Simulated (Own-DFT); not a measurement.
# Computed records: GaN (wurtzite, strained, atoms displaced)

A calculation, not a measurement: plane-wave PBE density functional theory by an unreviewed code, no spin, of a simulated periodic cell, stress positive in tension, free energy of the whole cell less one offset for each atom, forces on such cells passed a denser k mesh, this cell's mesh not checked; offsets are fitted by least squares, one for each functional and potential file, so energies compare only between cells with the same atoms and settings and are not formation energies; the far tail of each file's local potential was reset to the Coulomb form; each entry is a single point on an unrelaxed cell, so the pressure reflects the starting lattice, mostly measured values (interpolated for alloys), from which strain is counted, and rises with the displacements; printed positions are rounded, which can move forces by about a meV/angstrom; the program, named Own-DFT, is a retired in-house code; no spin-orbit coupling. Program: Own-DFT development build.

Common to all runs: functional PBE; potential files PseudoDojo norm-conserving, scalar-relativistic, standard set with the stringent files for Ga; wave cutoff 96 hartree; occupations Gaussian; smearing width 0.01 eV; k mesh 3 x 4 x 3 centred on Gamma.

(1) GaN (wurtzite, strained, atoms displaced)

```
CELL_PARAMETERS angstrom
12.75600 0.00000 0.00000
-4.78350 8.28530 0.00000
0.00000 0.00000 10.34410
ATOMIC_POSITIONS crystal
Ga 0.07683 0.20360 0.98623
Ga 0.17122 0.11326 0.24063
N 0.08735 0.22362 0.19216
N 0.16713 0.09689 0.43680
Ga 0.08303 0.21391 0.51273
Ga 0.16335 0.11258 0.74617
N 0.08369 0.22382 0.68603
N 0.16703 0.10889 0.93519
Ga 0.08219 0.56154 0.99271
Ga 0.16250 0.44056 0.25644
N 0.08572 0.56035 0.18823
N 0.17850 0.45611 0.43964
Ga 0.07683 0.54676 0.50194
Ga 0.17282 0.44910 0.74577
N 0.08374 0.56028 0.68501
N 0.17456 0.45024 0.93899
Ga 0.08269 0.88929 0.99960
Ga 0.16221 0.77455 0.24600
N 0.08462 0.89340 0.18547
N 0.16655 0.78195 0.43008
Ga 0.08106 0.89187 0.50273
Ga 0.16028 0.76653 0.75717
N 0.08714 0.89142 0.69004
N 0.16287 0.77449 0.94007
Ga 0.33432 0.21531 0.99613
Ga 0.41505 0.09559 0.24817
N 0.33267 0.21817 0.18501
N 0.41486 0.10822 0.44041
Ga 0.32968 0.21699 0.49394
Ga 0.41838 0.11558 0.74495
N 0.33944 0.22756 0.69037
N 0.42067 0.11837 0.93368
Ga 0.33568 0.55854 0.99633
Ga 0.40676 0.43628 0.24999
N 0.33612 0.56214 0.18742
N 0.41302 0.44345 0.43475
Ga 0.33118 0.56352 0.50100
Ga 0.41468 0.44758 0.75426
N 0.33530 0.55780 0.68911
N 0.40626 0.44779 0.94088
Ga 0.33046 0.87250 0.99781
Ga 0.40855 0.77640 0.25420
N 0.33137 0.88682 0.19252
N 0.41634 0.78540 0.43591
Ga 0.33164 0.89716 0.50654
Ga 0.42188 0.78983 0.74744
N 0.32864 0.88089 0.69673
N 0.41743 0.77978 0.93668
Ga 0.58668 0.21485 0.99233
Ga 0.66948 0.11363 0.25055
N 0.58326 0.22665 0.18341
N 0.66563 0.10303 0.44579
Ga 0.57942 0.22653 0.49793
Ga 0.65718 0.11319 0.74156
N 0.58198 0.22289 0.68685
N 0.65494 0.10044 0.94462
Ga 0.58144 0.55563 0.00829
Ga 0.67127 0.45765 0.23870
N 0.58325 0.55261 0.18191
N 0.66820 0.44622 0.43715
Ga 0.58184 0.55160 0.50854
Ga 0.67141 0.44927 0.74398
N 0.58066 0.55545 0.69114
N 0.66588 0.45343 0.94600
Ga 0.57633 0.87979 0.00075
Ga 0.66075 0.77691 0.24584
N 0.58932 0.88733 0.18978
N 0.67835 0.79091 0.43643
Ga 0.58028 0.88296 0.49533
Ga 0.67315 0.78654 0.75105
N 0.58753 0.88943 0.69572
N 0.66813 0.78414 0.93594
Ga 0.83740 0.22570 0.00069
Ga 0.91947 0.10907 0.25812
N 0.83044 0.21853 0.18291
N 0.90594 0.09780 0.43816
Ga 0.83570 0.22708 0.49942
Ga 0.91418 0.10571 0.74295
N 0.83779 0.22809 0.67825
N 0.91360 0.09889 0.94144
Ga 0.82775 0.54994 0.00217
Ga 0.91167 0.44350 0.23763
N 0.83248 0.55716 0.18336
N 0.90888 0.44137 0.43665
Ga 0.84166 0.55939 0.50208
Ga 0.92043 0.45827 0.75222
N 0.82728 0.54882 0.69389
N 0.92029 0.44501 0.94609
Ga 0.83254 0.88855 0.98992
Ga 0.91490 0.77849 0.24823
N 0.83401 0.88818 0.18694
N 0.91084 0.76294 0.43416
Ga 0.84321 0.89684 0.50753
Ga 0.91800 0.78181 0.75304
N 0.83822 0.89273 0.68483
N 0.92007 0.78086 0.93814
```

- free energy of cell above offsets: -3.506 eV
- pressure: 7.92 GPa
- stress xx: -7.94 GPa
- stress yy: -7.56 GPa
- stress zz: -8.26 GPa
- stress yz: 0.02 GPa
- stress xz: -0.34 GPa
- stress xy: 0.87 GPa

Force:
```
element  x (eV/Å)  y (eV/Å)  z (eV/Å)
     Ga     0.143     2.761     2.062
     Ga    -0.633    -0.441     1.076
      N    -0.824    -0.299    -0.822
      N    -1.595      2.04    -0.329
     Ga     0.095     0.575    -4.131
     Ga     1.927     0.059      0.46
      N    -0.321     0.134      2.02
      N     0.442    -0.401    -0.413
     Ga         2    -1.519     1.821
     Ga     0.533      0.75    -1.405
      N    -0.457    -1.286    -0.549
      N    -2.845    -2.459     0.438
     Ga     0.344     1.373    -1.676
     Ga    -0.701     0.079     1.091
      N     0.179     -1.12     0.629
      N    -2.079    -1.278    -0.954
     Ga     0.078       0.1     0.187
     Ga    -0.107     0.695     0.511
      N    -0.174    -0.732     -0.04
      N    -0.072    -0.728     1.835
     Ga     0.779    -2.211    -0.693
     Ga     0.352     1.918    -0.958
      N    -0.626    -0.639      0.05
      N      0.28     1.004    -0.027
     Ga    -0.532     1.174     0.223
     Ga    -0.173     2.817     0.173
      N     0.832    -0.076     0.055
      N    -0.003     0.531    -0.536
     Ga     0.314     1.108      0.84
     Ga    -0.436    -0.772     0.939
      N    -1.498    -0.361    -0.838
      N      0.21    -1.574     0.094
     Ga    -1.268     0.509      1.53
     Ga     0.957      0.87    -0.489
      N    -0.553    -0.752     0.066
      N     0.153     0.141     0.874
     Ga      2.34     0.538     0.248
     Ga     0.547    -0.134    -0.038
      N    -0.078     0.823    -0.416
      N     3.254    -1.268    -0.454
     Ga    -0.994     2.247     0.557
     Ga     1.766    -0.072    -0.629
      N     -0.34    -1.027    -1.797
      N    -0.211    -0.306     1.325
     Ga      -0.1     -1.64    -0.406
     Ga     0.555    -1.423     0.384
      N    -0.562     1.176    -0.841
      N     0.081    -0.694    -0.432
     Ga    -2.571     1.944     1.497
     Ga    -0.879    -0.407     0.291
      N     0.423    -0.557     0.695
      N    -0.807     1.478    -0.927
     Ga     1.389    -0.197    -0.709
     Ga     2.677    -0.413     1.151
      N    -0.652     0.919    -0.391
      N     3.164      0.36    -2.098
     Ga    -0.928     0.251    -2.774
     Ga    -0.334    -2.029     1.767
      N    -1.488     0.594      2.34
      N     0.039     0.262    -0.038
     Ga     -0.05      0.89    -2.033
     Ga    -2.452    -0.948     1.831
      N     0.552     0.563     0.588
      N     0.665    -1.411    -1.808
     Ga     0.937     0.847     0.598
     Ga     2.361    -0.607     1.176
      N    -2.917     0.786    -0.571
      N     -0.82    -1.776     0.613
     Ga     0.927     0.139     0.567
     Ga    -0.434    -1.243    -0.154
      N    -0.748     0.297     -1.46
      N    -0.019    -1.019     0.261
     Ga     -0.59    -1.641    -0.688
     Ga    -0.205    -0.256    -1.915
      N     0.994      0.48     1.148
      N     1.519     2.928     0.752
     Ga    -0.738    -1.128    -0.943
     Ga    -0.902     1.697     1.096
      N     -0.34    -0.001     2.766
      N    -0.905     2.255    -2.002
     Ga     0.359     1.008    -0.961
     Ga     0.943     0.022     1.113
      N     0.607     0.529     0.513
      N     1.834     0.002    -0.976
     Ga    -2.033    -1.332     0.176
     Ga     0.481    -2.104     0.176
      N     1.681     2.233     -0.98
      N     -1.34    -0.155      -1.5
     Ga     -0.01    -1.553     2.387
     Ga     0.206     0.297    -0.272
      N    -0.323     0.093    -0.475
      N     0.237     2.653     0.738
     Ga    -0.797    -2.695    -2.223
     Ga     0.511    -0.524    -0.222
      N     0.116    -0.849     1.416
      N    -0.319    -0.897    -0.161
```

(2) GaN (wurtzite, strained, atoms displaced)

```
CELL_PARAMETERS angstrom
12.75600 0.00000 0.00000
-4.78350 8.28530 0.00000
0.00000 0.00000 10.34410
ATOMIC_POSITIONS crystal
Ga 0.07425 0.21268 0.00488
Ga 0.16617 0.11125 0.25402
N 0.09120 0.22805 0.18817
N 0.16362 0.11186 0.44223
Ga 0.07818 0.22321 0.50335
Ga 0.17426 0.10799 0.74386
N 0.08309 0.21907 0.68409
N 0.16405 0.11744 0.94798
Ga 0.08220 0.55642 0.99829
Ga 0.15832 0.44921 0.24904
N 0.08511 0.56302 0.18723
N 0.16742 0.45281 0.43296
Ga 0.07966 0.55317 0.49945
Ga 0.16578 0.44683 0.75077
N 0.08750 0.55858 0.69611
N 0.16928 0.44037 0.93942
Ga 0.08954 0.89299 0.99788
Ga 0.16438 0.76835 0.24543
N 0.08299 0.89157 0.17947
N 0.16812 0.77832 0.44037
Ga 0.08737 0.89145 0.50092
Ga 0.16603 0.77870 0.74361
N 0.08755 0.89240 0.68732
N 0.16778 0.77910 0.93379
Ga 0.33467 0.22671 0.99958
Ga 0.41251 0.10884 0.23932
N 0.32969 0.22058 0.18579
N 0.42337 0.11934 0.44097
Ga 0.32937 0.21955 0.50283
Ga 0.42099 0.10501 0.75475
N 0.33369 0.21415 0.68218
N 0.41421 0.11257 0.93888
Ga 0.33929 0.56350 0.99927
Ga 0.40714 0.43908 0.24710
N 0.33310 0.54628 0.18430
N 0.41877 0.44866 0.43437
Ga 0.33812 0.56056 0.49388
Ga 0.41369 0.44084 0.75796
N 0.34232 0.55772 0.68455
N 0.42640 0.46049 0.94429
Ga 0.33422 0.88457 0.00276
Ga 0.41552 0.77465 0.24201
N 0.33637 0.89507 0.19171
N 0.41806 0.77736 0.43523
Ga 0.32989 0.88475 0.49924
Ga 0.40429 0.76929 0.76114
N 0.33290 0.87798 0.67977
N 0.41756 0.79050 0.93347
Ga 0.58760 0.22498 0.99953
Ga 0.67129 0.11658 0.25881
N 0.59352 0.22130 0.18581
N 0.66312 0.10557 0.44198
Ga 0.57368 0.22131 0.49796
Ga 0.67323 0.12146 0.74207
N 0.58666 0.23299 0.68714
N 0.66610 0.11730 0.93420
Ga 0.58793 0.56360 0.00628
Ga 0.66554 0.44785 0.24592
N 0.58276 0.56562 0.18701
N 0.66941 0.43896 0.44970
Ga 0.58459 0.55492 0.50162
Ga 0.67025 0.45029 0.75215
N 0.58093 0.55646 0.68325
N 0.66133 0.43335 0.92638
Ga 0.59530 0.87865 0.00351
Ga 0.65961 0.77496 0.25754
N 0.58250 0.88574 0.17926
N 0.67876 0.78207 0.43741
Ga 0.58940 0.89194 0.50333
Ga 0.66377 0.77548 0.74922
N 0.59365 0.89015 0.68925
N 0.66501 0.77850 0.93668
Ga 0.84659 0.23606 0.99643
Ga 0.90634 0.10280 0.25254
N 0.83475 0.21881 0.19156
N 0.91848 0.11274 0.43609
Ga 0.83202 0.21620 0.49978
Ga 0.91846 0.11400 0.75096
N 0.82866 0.21868 0.68831
N 0.91663 0.11528 0.94426
Ga 0.82533 0.55492 0.00512
Ga 0.90651 0.43179 0.24839
N 0.83688 0.56183 0.18070
N 0.91047 0.44054 0.43553
Ga 0.84233 0.56292 0.50170
Ga 0.91243 0.44545 0.76331
N 0.83347 0.56008 0.68742
N 0.90558 0.42872 0.93807
Ga 0.83642 0.89596 0.99875
Ga 0.91836 0.78473 0.24642
N 0.83800 0.89085 0.18996
N 0.91451 0.76942 0.43506
Ga 0.83648 0.89110 0.50215
Ga 0.91608 0.77545 0.75498
N 0.82934 0.88626 0.68815
N 0.91033 0.77539 0.94075
```

- pressure: ?

**Q.** GaN (wurtzite, strained, atoms displaced) (entry 2): pressure?
**A.** 7.88 GPa

**Q.** Give the table of force values for GaN (wurtzite, strained, atoms displaced) (entry 2).
**A.** 
Force:
```
element  x (eV/Å)  y (eV/Å)  z (eV/Å)
     Ga     1.449      1.75     0.206
     Ga    -0.298    -0.208    -0.507
      N    -1.722    -0.435      0.85
      N     0.125     0.057    -0.365
     Ga      0.89     0.818      -1.2
     Ga    -1.655     0.776     1.481
      N     0.103     0.385     1.331
      N     1.266    -0.627    -2.133
     Ga     0.459    -0.198    -0.531
     Ga     2.022    -1.029    -0.349
      N    -1.175    -1.975    -0.965
      N     0.165     -0.76     1.036
     Ga     0.033     0.055     0.418
     Ga     1.455    -0.632    -0.053
      N     -1.58    -0.796    -1.108
      N    -0.862      0.42     0.071
     Ga    -0.864    -0.113    -0.471
     Ga    -0.769     2.802     1.079
      N     0.748    -0.289     1.768
      N    -0.684    -0.398    -0.835
     Ga    -0.821    -0.529    -0.621
     Ga     0.663     0.222     0.576
      N    -0.811     -0.91     0.221
      N     0.001    -0.275     0.267
     Ga    -0.485     0.192    -0.234
     Ga     1.067     1.636     1.674
      N     0.678         0     0.311
      N    -3.122    -2.333    -1.845
     Ga     0.751     0.839    -1.467
     Ga    -0.085     0.277    -1.098
      N     0.542     0.822     1.935
      N      0.26    -0.269     0.591
     Ga    -0.906    -0.344    -0.121
     Ga      1.74    -0.073      0.71
      N    -2.175     1.723     0.024
      N     0.095    -0.785      0.12
     Ga    -0.347    -0.328     0.567
     Ga     0.926     0.191    -1.185
      N     -1.52     -0.64     0.493
      N    -0.361    -1.535    -0.595
     Ga    -1.093     1.286    -0.074
     Ga     0.428    -0.029     1.002
      N    -0.254    -1.889    -0.804
      N     0.258     0.752    -0.501
     Ga     1.383     0.827    -1.058
     Ga     2.086     0.409    -3.099
      N    -0.714     1.182      1.53
      N     1.602    -1.247     2.439
     Ga    -0.139     -1.17    -0.266
     Ga    -0.276    -1.333    -1.046
      N    -2.048     0.733     0.318
      N     0.166     0.918    -0.112
     Ga     2.911     0.885     1.327
     Ga    -1.998    -1.866     1.483
      N    -0.011    -1.259    -0.004
      N     1.762    -1.011     0.265
     Ga     0.743     -0.73    -1.267
     Ga     0.259    -0.159     1.316
      N     0.523    -1.659     0.783
      N    -0.354     1.349    -2.014
     Ga     0.291    -0.053    -0.696
     Ga    -0.986    -0.052    -2.389
      N     0.253    -0.409     1.526
      N    -0.332     2.014     3.168
     Ga     -4.13      3.52    -1.079
     Ga     0.913     0.936    -0.747
      N     0.018     0.598     2.331
      N    -1.746    -0.664     0.404
     Ga    -0.493    -1.266     0.177
     Ga     0.531    -0.446    -0.165
      N      -2.5     0.681    -0.127
      N     3.211     -1.14    -0.836
     Ga    -2.369    -4.798     1.875
     Ga     2.176     0.834    -0.265
      N    -0.486     0.085    -1.028
      N     -0.41    -0.417      0.53
     Ga    -0.631     0.606     0.279
     Ga    -0.246     -0.58    -0.211
      N     2.412     1.812    -0.419
      N     0.015    -0.735    -1.425
     Ga     0.294    -0.336    -2.022
     Ga     0.266     1.973     0.248
      N    -0.282    -0.753     2.038
      N     1.157    -0.161     0.216
     Ga    -1.285    -1.536     0.068
     Ga     0.423    -0.029    -3.194
      N     1.079    -0.164      0.69
      N     0.272     5.332     0.804
     Ga    -0.345    -0.782     0.545
     Ga     0.933    -0.723     0.361
      N    -1.701    -0.373    -0.743
      N     0.458     2.121      0.03
     Ga     0.875    -0.174    -0.003
     Ga    -0.318     0.804    -0.674
      N     1.189     0.561      0.63
      N     1.062     0.246     -0.16
```

Further results for GaN (wurtzite, strained, atoms displaced) (entry 2):

- free energy of cell above offsets: -3.544 eV
- stress xx: -6.19 GPa
- stress yy: -7.27 GPa
- stress zz: -10.2 GPa
- stress yz: -0.05 GPa
- stress xz: -0.31 GPa
- stress xy: 1.55 GPa
